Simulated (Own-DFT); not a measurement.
Si$_{3}$N$_{4}$ (beta silicon nitride, strained, atoms displaced) (calculated)

A calculation, not a measurement: plane-wave PBE density functional theory by an unreviewed code, no spin, of a simulated periodic cell, stress positive in tension, free energy of the whole cell less one offset for each atom, forces on such cells moved up to 12 meV/angstrom on a denser k mesh; offsets are fitted by least squares, one for each functional and potential file, so energies compare only between cells with the same atoms and settings and are not formation energies; the far tail of each file's local potential was reset to the Coulomb form; each entry is a single point on an unrelaxed cell, so the pressure reflects the starting lattice, mostly measured values (interpolated for alloys), from which strain is counted, and rises with the displacements; printed positions are rounded, which can move forces by about a meV/angstrom; the program, named Own-DFT, is a retired in-house code; no spin-orbit coupling; before rounding, a Quantum ESPRESSO 7.3.1 run of the same cell and cutoff gave forces within 1 meV/angstrom rms on each cell, which checks the program and not the settings. Program: Own-DFT development build.

Settings shared by all entries: functional PBE; potential files PseudoDojo norm-conserving, scalar-relativistic, standard set; wave cutoff 42 hartree; occupations Fermi-Dirac; smearing width 0.1 eV; k mesh 2 x 2 x 4 centred on Gamma.

(1) Si$_{3}$N$_{4}$ (beta silicon nitride, strained, atoms displaced)

```cif
# cell vector a (Å): 15.1140 0.1334 -0.2871
# cell vector b (Å): -7.4415 13.2645 0.2265
# cell vector c (Å): -0.1098 0.0366 5.7406
data_Si3N4
_symmetry_space_group_name_H-M 'P 1'
_symmetry_Int_Tables_number 1
_cell_length_a 15.1173
_cell_length_b 15.2110
_cell_length_c 5.7418
_cell_angle_alpha 88.292
_cell_angle_beta 92.181
_cell_angle_gamma 118.796
_cell_volume 1156.10
loop_
_atom_site_label
_atom_site_type_symbol
_atom_site_fract_x
_atom_site_fract_y
_atom_site_fract_z
_atom_site_occupancy
Si1 Si 0.09131 0.39111 0.13388 1
Si2 Si 0.11735 0.20246 0.13579 1
Si3 Si 0.29974 0.41373 0.14032 1
Si4 Si 0.41717 0.12287 0.38054 1
Si5 Si 0.38504 0.30346 0.37387 1
Si6 Si 0.19887 0.09045 0.35375 1
N1 N 0.16224 0.01682 0.12535 1
N2 N 0.48217 0.15462 0.12948 1
N3 N 0.35563 0.33739 0.14500 1
N4 N 0.33815 0.48116 0.37153 1
N5 N 0.01174 0.34652 0.36208 1
N6 N 0.14807 0.16470 0.38115 1
N7 N 0.17039 0.33834 0.11072 1
N8 N 0.33172 0.17012 0.37465 1
Si7 Si 0.08626 0.37733 0.63274 1
Si8 Si 0.11842 0.20048 0.60596 1
Si9 Si 0.29645 0.41181 0.63428 1
Si10 Si 0.40698 0.11706 0.86448 1
Si11 Si 0.37984 0.29280 0.87336 1
Si12 Si 0.19723 0.08266 0.87834 1
N9 N 0.17081 0.01887 0.62563 1
N10 N 0.48995 0.15502 0.63365 1
N11 N 0.34001 0.32786 0.62730 1
N12 N 0.33196 0.48417 0.87648 1
N13 N 0.02474 0.35320 0.88665 1
N14 N 0.15258 0.17119 0.86809 1
N15 N 0.16895 0.33006 0.63027 1
N16 N 0.33561 0.16284 0.87513 1
Si13 Si 0.08774 0.88631 0.12215 1
Si14 Si 0.11240 0.70412 0.12223 1
Si15 Si 0.30423 0.91980 0.12785 1
Si16 Si 0.41515 0.61885 0.37805 1
Si17 Si 0.38577 0.80327 0.37481 1
Si18 Si 0.19720 0.58587 0.37381 1
N17 N 0.16963 0.51724 0.12054 1
N18 N 0.48721 0.64906 0.12880 1
N19 N 0.35013 0.83176 0.11365 1
N20 N 0.33342 0.98567 0.37506 1
N21 N 0.00923 0.84888 0.37546 1
N22 N 0.13896 0.66296 0.37058 1
N23 N 0.16736 0.83529 0.13189 1
N24 N 0.33691 0.66936 0.37894 1
Si19 Si 0.08317 0.88548 0.61386 1
Si20 Si 0.11645 0.70087 0.62112 1
Si21 Si 0.29562 0.91470 0.63479 1
Si22 Si 0.41635 0.61571 0.87186 1
Si23 Si 0.38471 0.79259 0.89115 1
Si24 Si 0.20706 0.59006 0.87580 1
N25 N 0.16841 0.51729 0.62525 1
N26 N 0.48432 0.65143 0.63244 1
N27 N 0.34604 0.84156 0.63208 1
N28 N 0.33416 0.98654 0.85453 1
N29 N 0.01412 0.85146 0.87648 1
N30 N 0.14672 0.66395 0.88568 1
N31 N 0.16344 0.83394 0.62031 1
N32 N 0.33428 0.67268 0.87399 1
Si25 Si 0.58258 0.38519 0.14197 1
Si26 Si 0.61288 0.19401 0.13751 1
Si27 Si 0.79834 0.41419 0.13274 1
Si28 Si 0.91309 0.11539 0.38181 1
Si29 Si 0.87853 0.29350 0.37831 1
Si30 Si 0.70487 0.08200 0.36712 1
N33 N 0.66812 0.01789 0.11927 1
N34 N 0.99071 0.14951 0.13663 1
N35 N 0.85421 0.33731 0.12585 1
N36 N 0.83111 0.48004 0.37341 1
N37 N 0.51692 0.35556 0.37881 1
N38 N 0.64729 0.16468 0.37453 1
N39 N 0.66627 0.33729 0.12828 1
N40 N 0.83448 0.16487 0.36986 1
Si31 Si 0.58879 0.38746 0.64038 1
Si32 Si 0.61502 0.20292 0.61954 1
Si33 Si 0.79734 0.40711 0.61980 1
Si34 Si 0.90963 0.11796 0.85673 1
Si35 Si 0.88665 0.29473 0.87764 1
Si36 Si 0.70641 0.09610 0.88521 1
N41 N 0.66498 0.01587 0.61100 1
N42 N 0.98272 0.14849 0.59729 1
N43 N 0.85129 0.33147 0.62069 1
N44 N 0.83219 0.48143 0.87818 1
N45 N 0.51609 0.35370 0.88676 1
N46 N 0.64762 0.16104 0.87826 1
N47 N 0.66299 0.32870 0.63086 1
N48 N 0.83016 0.16324 0.87711 1
Si37 Si 0.59174 0.88975 0.12510 1
Si38 Si 0.60961 0.70349 0.12716 1
Si39 Si 0.79598 0.90907 0.13678 1
Si40 Si 0.91183 0.61591 0.40043 1
Si41 Si 0.88533 0.80000 0.36956 1
Si42 Si 0.69825 0.58409 0.36935 1
N49 N 0.66913 0.51478 0.12499 1
N50 N 0.98869 0.65381 0.12176 1
N51 N 0.85206 0.83534 0.10700 1
N52 N 0.84472 0.99357 0.37814 1
N53 N 0.51653 0.85516 0.37118 1
N54 N 0.65120 0.66525 0.36710 1
N55 N 0.66912 0.83904 0.12291 1
N56 N 0.83133 0.66973 0.36903 1
Si43 Si 0.58877 0.89073 0.61840 1
Si44 Si 0.61634 0.69959 0.63439 1
Si45 Si 0.79856 0.91243 0.62232 1
Si46 Si 0.91095 0.61827 0.87749 1
Si47 Si 0.89082 0.79483 0.87720 1
Si48 Si 0.70157 0.58705 0.88614 1
N57 N 0.66398 0.51518 0.61428 1
N58 N 0.98699 0.64718 0.60833 1
N59 N 0.85023 0.83008 0.61337 1
N60 N 0.83047 0.98292 0.88529 1
N61 N 0.51722 0.85671 0.88427 1
N62 N 0.64602 0.66333 0.87781 1
N63 N 0.66920 0.82880 0.62206 1
N64 N 0.83068 0.66921 0.88374 1
```

```
free energy of cell above offsets : -5.908 eV
pressure                          : 11.23 GPa
stress xx                         : -11.71 GPa
stress yy                         : -3.33 GPa
stress zz                         : -18.65 GPa
stress yz                         : 0.6 GPa
stress xz                         : -6.66 GPa
stress xy                         : 3.29 GPa
```

Force:
| element | x (eV/Å) | y (eV/Å) | z (eV/Å) |
| --- | --- | --- | --- |
| Si | 1.472 | -1.114 | 0.543 |
| Si | -2.07 | 2.915 | -4.483 |
| Si | -0.931 | -1.423 | -3.513 |
| Si | -1.628 | -1.723 | -0.59 |
| Si | 3.732 | -3.419 | 5.994 |
| Si | 3.903 | -0.084 | 4.592 |
| N | -0.394 | -1.823 | -0.268 |
| N | 1.332 | -0.544 | -1.12 |
| N | -3.464 | 1.357 | -8.008 |
| N | -0.029 | 3.519 | 3.412 |
| N | 0.482 | 0.614 | 2.83 |
| N | 2.211 | -0.968 | -2.406 |
| N | 0.773 | -1.41 | 1.576 |
| N | -0.05 | 0.04 | -0.156 |
| Si | 0.083 | 1.849 | -1.702 |
| Si | -3.613 | 2.244 | 4.862 |
| Si | -0.777 | 0.414 | -1.008 |
| Si | 6.455 | -1.903 | 1.136 |
| Si | 1.358 | 0.216 | 1.911 |
| Si | 0.917 | 2.861 | -2.375 |
| N | -1.337 | -1.606 | -1.541 |
| N | -1.974 | -1.082 | -0.485 |
| N | 1.291 | 0.194 | -0.368 |
| N | 0.851 | 1.42 | 0.619 |
| N | -3.968 | -2.08 | -2.151 |
| N | 1.356 | -1.682 | 2.085 |
| N | -1.063 | 0.051 | -0.917 |
| N | -7.358 | 2.521 | 0.388 |
| Si | 0.487 | -0.961 | 1.487 |
| Si | 0.505 | 2.013 | -0.916 |
| Si | -1.255 | -1.915 | -1.413 |
| Si | -0.636 | -1.768 | -0.464 |
| Si | -0.181 | -1.289 | 2.081 |
| Si | 1.283 | 1.797 | -0.163 |
| N | -0.288 | 0.395 | 1.409 |
| N | -2.747 | -1.003 | -0.02 |
| N | -2.523 | 2.047 | 2.377 |
| N | 0.502 | 2.05 | 0.258 |
| N | 2.229 | 1.505 | -2.045 |
| N | 3.818 | -1.605 | 0.987 |
| N | 0.892 | 0.925 | -0.527 |
| N | -2.167 | 0.214 | -0.152 |
| Si | 1.971 | 0.951 | 2.11 |
| Si | -0.919 | 2.248 | 1.19 |
| Si | -2.633 | -1.344 | -4.031 |
| Si | -2.453 | -0.979 | 1.077 |
| Si | -0.166 | 3.803 | -3.706 |
| Si | -0.841 | 0.15 | -0.644 |
| N | -0.299 | -1.674 | 0.474 |
| N | 1.61 | 0.434 | -1.054 |
| N | 4.733 | -3.402 | -0.882 |
| N | 0.13 | 2.403 | 5.119 |
| N | 1.978 | 1.068 | -1.27 |
| N | 1.184 | -0.336 | -1.41 |
| N | 0.208 | -0.504 | 0.36 |
| N | 2.18 | -3.996 | -0.09 |
| Si | 3.297 | 0.444 | -1.884 |
| Si | -3.988 | 4.453 | -5.064 |
| Si | -1.596 | -1.868 | -2.174 |
| Si | -1.504 | 0.122 | -7.55 |
| Si | 2.789 | -0.548 | -1.461 |
| Si | -0.531 | 2.533 | 0.743 |
| N | -0.054 | -0.632 | 0.211 |
| N | -2.421 | -0.766 | -2.406 |
| N | -0.633 | -0.537 | -1.454 |
| N | 0.596 | 2.96 | 1.879 |
| N | -1.789 | -0.801 | 2.734 |
| N | 3.827 | -2.108 | 3.565 |
| N | 1.014 | -2.14 | 0.315 |
| N | -2.014 | 0.488 | 0.22 |
| Si | 0.334 | -0.75 | -0.54 |
| Si | 0.49 | 0.512 | 1.255 |
| Si | -2.433 | 0.879 | 1.835 |
| Si | 3.908 | -2.329 | 2.377 |
| Si | 0.69 | 1.248 | 1.226 |
| Si | 0.676 | -4.224 | -2.586 |
| N | 0.213 | 0.703 | 2.949 |
| N | 4.048 | 2.809 | 8.458 |
| N | -0.321 | -0.056 | 1.334 |
| N | 0.523 | 1.786 | -1.769 |
| N | -2.107 | -0.725 | -1.415 |
| N | -1.972 | 1.616 | 0.388 |
| N | 1.294 | 1.623 | -0.145 |
| N | 0.62 | 3.127 | -0.302 |
| Si | -0.806 | -0.015 | 0.382 |
| Si | 3.578 | 2.163 | -0.585 |
| Si | 0.779 | 2.212 | -1.281 |
| Si | -3.652 | -1.86 | -8.132 |
| Si | -1.393 | -2.261 | -0.7 |
| Si | 1.763 | 1.997 | -0.005 |
| N | -0.77 | -1.016 | 0.554 |
| N | -3.441 | -1.523 | 0.801 |
| N | -0.55 | 0.179 | 1.457 |
| N | -0.947 | -5.475 | -0.241 |
| N | -0.252 | -0.119 | -0.35 |
| N | -1.433 | 0.344 | 1.832 |
| N | 0.016 | -2.424 | 0.528 |
| N | 0.992 | -1.675 | 0.616 |
| Si | 1.331 | -1.946 | 2.16 |
| Si | -0.839 | 1.528 | -3.748 |
| Si | 0.259 | -0.073 | 1.326 |
| Si | 1.095 | -1.743 | -0.251 |
| Si | -4.004 | 0.561 | -1.333 |
| Si | 0.373 | 0.222 | -2.454 |
| N | 0.008 | 0.193 | 3.151 |
| N | 1.285 | 1.188 | 7.086 |
| N | -1.109 | 1.345 | 1.667 |
| N | 0.511 | 1.4 | -2.059 |
| N | -0.15 | -0.581 | -2.3 |
| N | 0.964 | -0.818 | 2.777 |
| N | -1.861 | 1.52 | -0.097 |
| N | 1.132 | -1.723 | -0.537 |

(2) Si$_{3}$N$_{4}$ (beta silicon nitride, strained, atoms displaced)

```cif
# cell vector a (Å): 15.4300 0.1357 -0.1830
# cell vector b (Å): -7.5975 13.0486 0.1361
# cell vector c (Å): -0.0700 0.0197 5.8350
data_Si3N4
_symmetry_space_group_name_H-M 'P 1'
_symmetry_Int_Tables_number 1
_cell_length_a 15.4317
_cell_length_b 15.0999
_cell_length_c 5.8355
_cell_angle_alpha 88.971
_cell_angle_beta 91.365
_cell_angle_gamma 119.709
_cell_volume 1180.65
loop_
_atom_site_label
_atom_site_type_symbol
_atom_site_fract_x
_atom_site_fract_y
_atom_site_fract_z
_atom_site_occupancy
Si1 Si 0.08462 0.38358 0.11071 1
Si2 Si 0.11579 0.20049 0.12804 1
Si3 Si 0.29839 0.41229 0.13121 1
Si4 Si 0.41423 0.11577 0.39399 1
Si5 Si 0.37698 0.29015 0.38840 1
Si6 Si 0.19914 0.08647 0.37696 1
N1 N 0.16542 0.01287 0.11978 1
N2 N 0.48485 0.15129 0.12229 1
N3 N 0.34967 0.33127 0.14175 1
N4 N 0.33267 0.48603 0.37577 1
N5 N 0.01313 0.34477 0.38620 1
N6 N 0.15104 0.16772 0.38484 1
N7 N 0.17014 0.33338 0.11484 1
N8 N 0.33877 0.17195 0.37914 1
Si7 Si 0.08622 0.38432 0.63482 1
Si8 Si 0.11503 0.19857 0.62926 1
Si9 Si 0.30253 0.41345 0.60824 1
Si10 Si 0.41174 0.11658 0.86092 1
Si11 Si 0.38205 0.29899 0.86468 1
Si12 Si 0.20148 0.08431 0.88540 1
N9 N 0.16651 0.01259 0.61641 1
N10 N 0.48594 0.15316 0.61719 1
N11 N 0.35040 0.33616 0.61377 1
N12 N 0.33171 0.48873 0.86816 1
N13 N 0.01594 0.34891 0.87845 1
N14 N 0.14949 0.16562 0.87137 1
N15 N 0.17386 0.33442 0.63224 1
N16 N 0.32932 0.16503 0.88453 1
Si13 Si 0.08531 0.88333 0.11940 1
Si14 Si 0.11535 0.69800 0.12490 1
Si15 Si 0.29046 0.90359 0.12908 1
Si16 Si 0.41104 0.61753 0.37828 1
Si17 Si 0.37596 0.79307 0.37095 1
Si18 Si 0.20123 0.58644 0.37565 1
N17 N 0.16435 0.51721 0.13588 1
N18 N 0.48818 0.65425 0.13503 1
N19 N 0.34836 0.83392 0.13075 1
N20 N 0.33501 0.98183 0.37048 1
N21 N 0.01927 0.85486 0.38598 1
N22 N 0.15377 0.66463 0.37993 1
N23 N 0.16709 0.83585 0.13138 1
N24 N 0.33486 0.66907 0.37532 1
Si19 Si 0.08302 0.88372 0.63272 1
Si20 Si 0.11844 0.70599 0.63271 1
Si21 Si 0.29564 0.91686 0.61796 1
Si22 Si 0.40823 0.61356 0.88067 1
Si23 Si 0.38959 0.79869 0.85827 1
Si24 Si 0.20009 0.58685 0.88309 1
N25 N 0.16778 0.51454 0.61647 1
N26 N 0.48079 0.65064 0.61517 1
N27 N 0.35032 0.83640 0.62186 1
N28 N 0.33774 0.98460 0.87354 1
N29 N 0.01243 0.84843 0.87486 1
N30 N 0.15238 0.66911 0.85706 1
N31 N 0.16298 0.83483 0.61558 1
N32 N 0.33300 0.67211 0.87610 1
Si25 Si 0.58702 0.38048 0.11497 1
Si26 Si 0.61801 0.20411 0.12753 1
Si27 Si 0.80322 0.41308 0.12251 1
Si28 Si 0.91249 0.11269 0.39274 1
Si29 Si 0.88788 0.30027 0.37361 1
Si30 Si 0.70112 0.08986 0.36543 1
N33 N 0.67581 0.02042 0.13311 1
N34 N 0.98354 0.15385 0.12961 1
N35 N 0.84814 0.32802 0.11857 1
N36 N 0.83442 0.48506 0.37364 1
N37 N 0.51496 0.34831 0.38907 1
N38 N 0.66064 0.17290 0.37516 1
N39 N 0.66376 0.33580 0.12424 1
N40 N 0.83581 0.16427 0.37942 1
Si31 Si 0.59074 0.38417 0.62153 1
Si32 Si 0.61518 0.20055 0.62322 1
Si33 Si 0.79465 0.40710 0.63078 1
Si34 Si 0.91041 0.11515 0.87663 1
Si35 Si 0.88517 0.29543 0.86687 1
Si36 Si 0.70494 0.09185 0.87621 1
N41 N 0.66941 0.01518 0.61797 1
N42 N 0.98672 0.15118 0.62773 1
N43 N 0.84677 0.33421 0.61453 1
N44 N 0.83771 0.48278 0.89746 1
N45 N 0.51905 0.35402 0.88075 1
N46 N 0.65322 0.16751 0.87154 1
N47 N 0.67271 0.33211 0.62526 1
N48 N 0.83217 0.16555 0.87473 1
Si37 Si 0.58596 0.88415 0.12615 1
Si38 Si 0.61789 0.70029 0.13775 1
Si39 Si 0.80162 0.91443 0.12439 1
Si40 Si 0.91580 0.61605 0.39123 1
Si41 Si 0.89029 0.80315 0.37080 1
Si42 Si 0.70589 0.58982 0.36799 1
N49 N 0.66465 0.51239 0.14015 1
N50 N 0.98387 0.65483 0.11611 1
N51 N 0.85132 0.83873 0.13231 1
N52 N 0.83650 0.98554 0.37778 1
N53 N 0.51237 0.83985 0.37304 1
N54 N 0.65651 0.66975 0.38385 1
N55 N 0.66907 0.83761 0.12883 1
N56 N 0.83606 0.67293 0.36389 1
Si43 Si 0.58379 0.87789 0.61938 1
Si44 Si 0.61680 0.70001 0.62842 1
Si45 Si 0.80199 0.91565 0.62304 1
Si46 Si 0.91165 0.61210 0.88038 1
Si47 Si 0.87678 0.79752 0.88439 1
Si48 Si 0.70046 0.58527 0.86971 1
N57 N 0.66687 0.51645 0.61464 1
N58 N 0.98454 0.64696 0.63747 1
N59 N 0.84656 0.83888 0.62206 1
N60 N 0.83526 0.98799 0.86570 1
N61 N 0.51503 0.84755 0.88057 1
N62 N 0.64520 0.66947 0.86656 1
N63 N 0.66648 0.83438 0.62806 1
N64 N 0.83603 0.66663 0.86618 1
```

```
free energy of cell above offsets : -10.053 eV
pressure                          : 4.51 GPa
stress xx                         : -0.4 GPa
stress yy                         : -6.86 GPa
stress zz                         : -6.27 GPa
stress yz                         : 1.09 GPa
stress xz                         : -6.14 GPa
stress xy                         : 5.2 GPa
```

Force:
| element | x (eV/Å) | y (eV/Å) | z (eV/Å) |
| --- | --- | --- | --- |
| Si | 2.852 | -0.239 | 5.181 |
| Si | -1.908 | 0.948 | -0.834 |
| Si | -0.452 | 0.133 | -1.71 |
| Si | -1.537 | -0.931 | -6.591 |
| Si | 3.468 | 4.267 | -2.064 |
| Si | 2.183 | 0.394 | -0.523 |
| N | -0.519 | 0.385 | 2.218 |
| N | 0.529 | -0.226 | 0.491 |
| N | -0.997 | 1.098 | -3.202 |
| N | 0.248 | 0.694 | -1.825 |
| N | 0.915 | 1.53 | -1.624 |
| N | 0.832 | -1.15 | -1.326 |
| N | -1.648 | 0.211 | 0.516 |
| N | -0.959 | -6.363 | 0.399 |
| Si | 2.936 | -0.528 | -2.044 |
| Si | -1.897 | 2.742 | -0.466 |
| Si | -3.463 | 0.497 | 3.255 |
| Si | 0.217 | -0.198 | 3.261 |
| Si | 1.686 | -0.36 | 3.195 |
| Si | 0.028 | 1.201 | -3.161 |
| N | -0.353 | 1.071 | 2.321 |
| N | 1.98 | 0.544 | 3.091 |
| N | 0.344 | -0.107 | 2.215 |
| N | 0.86 | -3.02 | 0.714 |
| N | -2.019 | -0.375 | -2.054 |
| N | 1.634 | -1.691 | 2.598 |
| N | -1.974 | -0.655 | -0.481 |
| N | 0.797 | 0.882 | -0.91 |
| Si | 0.32 | -0.636 | 1.609 |
| Si | -1.363 | 1.49 | -0.399 |
| Si | 1.262 | 3.367 | -1.211 |
| Si | 0.647 | 0.461 | -1.51 |
| Si | 2.581 | 1.805 | 1.193 |
| Si | 2.505 | 0.923 | 1.083 |
| N | -0.493 | -1.402 | -2.315 |
| N | -0.6 | -1.289 | -0.896 |
| N | 0.155 | -0.164 | -2.883 |
| N | -0.35 | 1.822 | -0.151 |
| N | -1.766 | -0.717 | -2.88 |
| N | -2.53 | 1.216 | -0.211 |
| N | -1.002 | -2.707 | -0.529 |
| N | -1.714 | -2.875 | -0.097 |
| Si | 1.447 | 0.326 | 0.167 |
| Si | -2.298 | 0.594 | -4.065 |
| Si | 0.273 | -1.715 | 1.524 |
| Si | 1.4 | 3.033 | -0.683 |
| Si | -1.642 | 1.038 | 2.571 |
| Si | 2.017 | 0.863 | -2.087 |
| N | -0.755 | -0.061 | 2.929 |
| N | 1.985 | 0.297 | 3.063 |
| N | -0.86 | 0.397 | -0.717 |
| N | -0.615 | -0.506 | -0.194 |
| N | -1.305 | 0.047 | 0.483 |
| N | 1.388 | -1.588 | 5.389 |
| N | 1.132 | -0.029 | 0.675 |
| N | 0.203 | -3.066 | 0.228 |
| Si | -1.939 | 1.142 | 4.56 |
| Si | -1.747 | 0.256 | -0.994 |
| Si | -2.296 | -2.433 | 3.613 |
| Si | -0.644 | 1.547 | -2.859 |
| Si | 0.225 | -2.879 | 0.159 |
| Si | 3.9 | -0.538 | 3.08 |
| N | -1.491 | -2.087 | -2.621 |
| N | 1.27 | -0.421 | 0.239 |
| N | -0.276 | 1.098 | -0.269 |
| N | 0.495 | -0.315 | 1.112 |
| N | -0.707 | -0.449 | -2.034 |
| N | -2.624 | 0.537 | 0.271 |
| N | 4.669 | -1.034 | -0.14 |
| N | -1.667 | 1.351 | 0.109 |
| Si | -0.238 | -0.155 | 0.536 |
| Si | 0.588 | 0.64 | -0.443 |
| Si | 0.095 | 3.176 | -0.444 |
| Si | 1.058 | 1.183 | 0.369 |
| Si | -0.669 | -0.227 | 0.214 |
| Si | 1.211 | -2.707 | -1.177 |
| N | -1.279 | 0.031 | 1.003 |
| N | 0.389 | -0.032 | 1.535 |
| N | 2.531 | -0.698 | 1.114 |
| N | -0.121 | 0.963 | -5.208 |
| N | -2.468 | -1.131 | -3.324 |
| N | -1.189 | 0.221 | 1.073 |
| N | -3.171 | -0.485 | 0.247 |
| N | 0.508 | 1.035 | -0.244 |
| Si | 1.339 | 0.329 | 1.129 |
| Si | -2.65 | 2.372 | -1.727 |
| Si | -3.976 | 1.286 | -0.028 |
| Si | -1.568 | 0.321 | -2.736 |
| Si | -0.192 | -0.642 | 2.535 |
| Si | 1.045 | 0.425 | 1.054 |
| N | -0.32 | 1.12 | -3.174 |
| N | 2.188 | 0.055 | 3.113 |
| N | 1.016 | -0.549 | -1.329 |
| N | 0.613 | -0.584 | -1.098 |
| N | -1.565 | 0.791 | -0.526 |
| N | 0.319 | -0.787 | -0.219 |
| N | 1.32 | -0.963 | -0.107 |
| N | 1.079 | -1.174 | 0.49 |
| Si | 0.703 | 1.736 | 0.671 |
| Si | -4.527 | 2.863 | -3.556 |
| Si | -4.819 | 0.054 | 0.098 |
| Si | -0.674 | 0.79 | -0.582 |
| Si | 2.183 | -0.545 | -2.217 |
| Si | 0.435 | 0.587 | 0.866 |
| N | 0.287 | -0.038 | 1.559 |
| N | 1.029 | 0.417 | -0.375 |
| N | 4.229 | -2.534 | 0.425 |
| N | 0.577 | -1.292 | 1.551 |
| N | 0.036 | 0.713 | -1.437 |
| N | 4.547 | -3.114 | 5.235 |
| N | 1.518 | -0.615 | -0.151 |
| N | -2.391 | -0.289 | 0.333 |
